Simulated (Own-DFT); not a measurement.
# How strain changes the stress of diamond silicon, 64 atoms (Si64)

All numbers below are calculated, not measured. They come from Own-DFT, an in-house plane-wave density functional program, since retired, whose code no person has reviewed. Each row is one single-point run on a periodic cell that was not relaxed, without spin or spin-orbit coupling.

Settings of every run: PBE; PseudoDojo norm-conserving scalar-relativistic files; cutoff 20 hartree; 3 x 3 x 3 k mesh centred on Gamma; Fermi-Dirac smearing of 0.1 eV.

Known limits: k mesh not checked against a denser one; stress not checked against mesh or cutoff.

Unstrained cell vectors in Å: (10.862, 0.000, 0.000); (0.000, 10.862, 0.000); (0.000, 0.000, 10.862). The unstrained cell has measured lattice constants (interpolated for alloys), not those of this functional. That, the random moves and any unrelaxed bonds set the pressure at no strain. Each run strains this cell uniformly, with the atoms carried along. Every atom was also moved at random, by a Gaussian of width 0.05 Å on each axis. Strain is the symmetric tensor, in per cent. Stress is positive in tension, and the pressure is minus a third of its trace.

| run | e_xx (%) | e_yy (%) | e_zz (%) | e_yz (%) | e_xz (%) | e_xy (%) | s_xx (GPa) | s_yy (GPa) | s_zz (GPa) | s_yz (GPa) | s_xz (GPa) | s_xy (GPa) | P (GPa) | E (meV/atom) |
|---|---|---|---|---|---|---|---|---|---|---|---|---|---|---|
| 1 | 1.71 | 1.91 | -0.77 | 0.03 | 1.17 | 0.21 | 0.58 | 0.84 | -1.47 | 0.71 | 2.14 | 0.35 | 0.01 | 8.0 |
| 2 | -0.08 | -1.75 | -0.40 | 0.80 | -0.47 | -0.18 | -4.14 | -5.45 | -4.55 | 0.81 | -0.74 | -0.23 | 4.72 | 10.2 |
| 3 | -1.71 | 0.03 | 1.43 | -1.60 | -1.53 | -1.57 | -4.72 | -3.17 | -1.71 | -4.03 | -3.62 | -3.50 | 3.20 | 26.8 |
| 4 | 0.48 | -1.72 | -1.13 | 1.70 | 1.30 | 1.64 | -4.26 | -6.43 | -5.93 | 3.97 | 2.22 | 4.01 | 5.54 | 45.3 |
| 5 | -0.16 | 0.48 | 1.41 | -0.78 | -0.49 | 1.88 | -1.63 | -1.07 | -0.28 | -2.12 | -0.60 | 3.67 | 0.99 | 6.9 |
| 6 | 1.16 | -1.74 | -1.67 | 1.14 | -1.84 | 0.67 | -3.34 | -6.06 | -6.14 | 2.79 | -4.53 | 1.26 | 5.18 | 32.5 |
| 7 | 1.30 | 0.75 | -0.23 | -1.78 | 1.14 | -0.94 | -0.27 | -0.90 | -1.69 | -3.16 | 2.35 | -2.58 | 0.95 | 3.6 |
| 8 | -0.87 | 0.88 | 0.04 | -0.76 | 0.99 | 1.62 | -3.52 | -1.97 | -2.68 | -2.48 | 2.38 | 3.23 | 2.72 | 14.4 |
| 9 | 0.98 | -0.21 | 1.26 | -1.73 | -0.93 | -0.23 | -0.54 | -1.68 | -0.34 | -3.66 | -2.09 | -1.74 | 0.85 | 13.3 |
| 10 | 1.23 | -0.66 | 0.59 | -0.58 | 0.83 | -1.51 | -0.87 | -2.68 | -1.58 | -1.30 | 2.28 | -3.35 | 1.71 | 16.0 |
| 11 | -0.25 | -1.83 | 0.35 | 1.91 | 0.91 | 1.88 | -4.19 | -5.68 | -3.75 | 4.28 | 0.83 | 4.13 | 4.54 | 21.2 |
| 12 | -1.26 | -0.52 | 1.48 | 1.97 | 0.02 | -0.41 | -3.71 | -3.20 | -1.22 | 3.26 | 0.80 | -0.64 | 2.71 | 0.0 |
| 13 | -0.72 | 0.65 | 1.81 | -1.57 | 0.39 | 1.42 | -2.19 | -1.10 | 0.07 | -2.87 | 1.06 | 3.15 | 1.07 | 7.3 |
| 14 | -0.10 | 1.39 | 1.55 | -0.52 | -1.34 | 1.19 | -1.03 | 0.19 | 0.42 | -1.05 | -3.29 | 2.38 | 0.14 | 7.8 |
| 15 | 0.24 | -1.57 | 0.33 | -1.22 | 1.21 | -1.96 | -3.61 | -5.09 | -3.46 | -1.85 | 2.97 | -4.73 | 4.06 | 36.8 |
| 16 | -0.85 | 1.86 | 0.84 | -0.98 | 1.77 | 1.20 | -2.16 | 0.31 | -0.82 | -2.19 | 3.06 | 2.57 | 0.89 | 6.7 |
| 17 | 0.12 | 1.04 | 1.13 | 1.65 | -0.89 | 0.84 | ? | ? | ? | ? | ? | ? | ? | ? |

E is the free energy for each atom above the lowest run shown.

## Worked fit

Each stress component was fitted by least squares to a constant and the strains of the runs shown, as fractions, with shears doubled. Shear strains stay in the fit of a normal stress only where such slopes are resolved. The slopes, in GPa:

```
stress  at no strain  per e_xx  per e_yy  per e_zz  scatter
  s_xx          -2.8   156 ± 7    69 ± 4    71 ± 7     0.21
  s_yy          -2.8    64 ± 7   160 ± 5    69 ± 8     0.23
  s_zz          -2.8    64 ± 6    73 ± 4   163 ± 6     0.20
```

Each shear stress against twice its own strain: yz 100 ± 7, xz 109 ± 7, xy 107 ± 4 GPa. These are stiffnesses along x, y and z of the frame in which the cell vectors are given, which need not be the crystal's axes. The atoms are held to the strained lattice; where symmetry lets them move under strain, relaxing them would lower some slopes. The table should be nearly symmetric about its diagonal, and what it lacks of that shows the noise. A ninth of its sum, 99 ± 3 GPa, estimates the bulk modulus near the mean pressure of these runs, 2.5 GPa, so it lies above the value at zero pressure.

## Withheld run

Question: what normal stresses and pressure should run 17 give?

The fit gives s_xx = -1.1, s_yy = -0.3, s_zz = -0.2 and P = 0.5 GPa. The calculation gave -1.23, -0.52, -0.35 and P = 0.70 GPa.
